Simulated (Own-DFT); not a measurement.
# Cleaving wurtzite AlN, m plane (10-10)

Everything here is calculated. The program is Own-DFT (plane waves, in-house, since retired, never reviewed by a person); positions were held fixed, and spin and spin-orbit coupling were off.

Limits (not all hold for every row): some atoms lie very close together; k mesh not checked against a denser one.

Both sets of runs: PBE; PseudoDojo norm-conserving scalar-relativistic files; cutoff 42 hartree; Gaussian smearing of 0.01 eV. The slab has 128 atoms in 16 layers, two equal faces of 62.02 Å² as cut, 15 Å of vacuum, a dipole correction along the normal and a 6 x 3 x 1 mesh. The bulk cell has 72 atoms, the same measured lattice constants and a 4 x 4 x 3 mesh. In the slab only the 32 atoms nearest the faces were moved at random; u is their rms move along one axis. Energies are counted from -174.06 eV for each atom.

| slab run | u (Å) | E (eV, cell) |
|---|---|---|
| 1 | 0.0477 | 21.027 |
| 2 | 0.0487 | 20.211 |
| 3 | 0.0509 | 21.756 |
| 4 | 0.0515 | 21.704 |
| 5 | 0.0517 | 21.512 |
| 6 | 0.0522 | 21.664 |
| 7 | 0.0919 | 23.688 |
| 8 | 0.0944 | 28.880 |
| 9 | 0.1000 | 25.072 |
| 10 | 0.1036 | 27.798 |
| 11 | 0.1140 | 30.666 |
| 12 | 0.1167 | 32.309 |

```
bulk run   u (Å)  E (meV/atom)
       1  0.0187         -3.41
       2  0.0192         -3.40
       3  0.0201         -0.74
       4  0.0933        262.97
       5  0.0937        244.54
       6  0.0953        303.81
       7  0.0972        273.29
       8  0.0974        280.71
       9  0.1027        345.89
      10  0.1051        354.78
```

Asked: what is the energy of the unrelaxed surface?

## Answer

Take each set to u = 0 with E = a + b u². Rows are weighted down as u grows, with residuals divided by u² + 0.0006 Å². Slab: a = 19.16 ± 0.41 eV. Bulk: a = -14.7 ± 1.0 meV/atom. The excess is 19.16 - 128 x (-0.0147) = 21.03 ± 0.43 eV. Over two faces that is 170 meV/Å², or 2.72 ± 0.06 J/m². Relaxing the faces would lower the energy, and the unlike meshes and the reach from the smallest u down to zero add errors that aren't counted here.
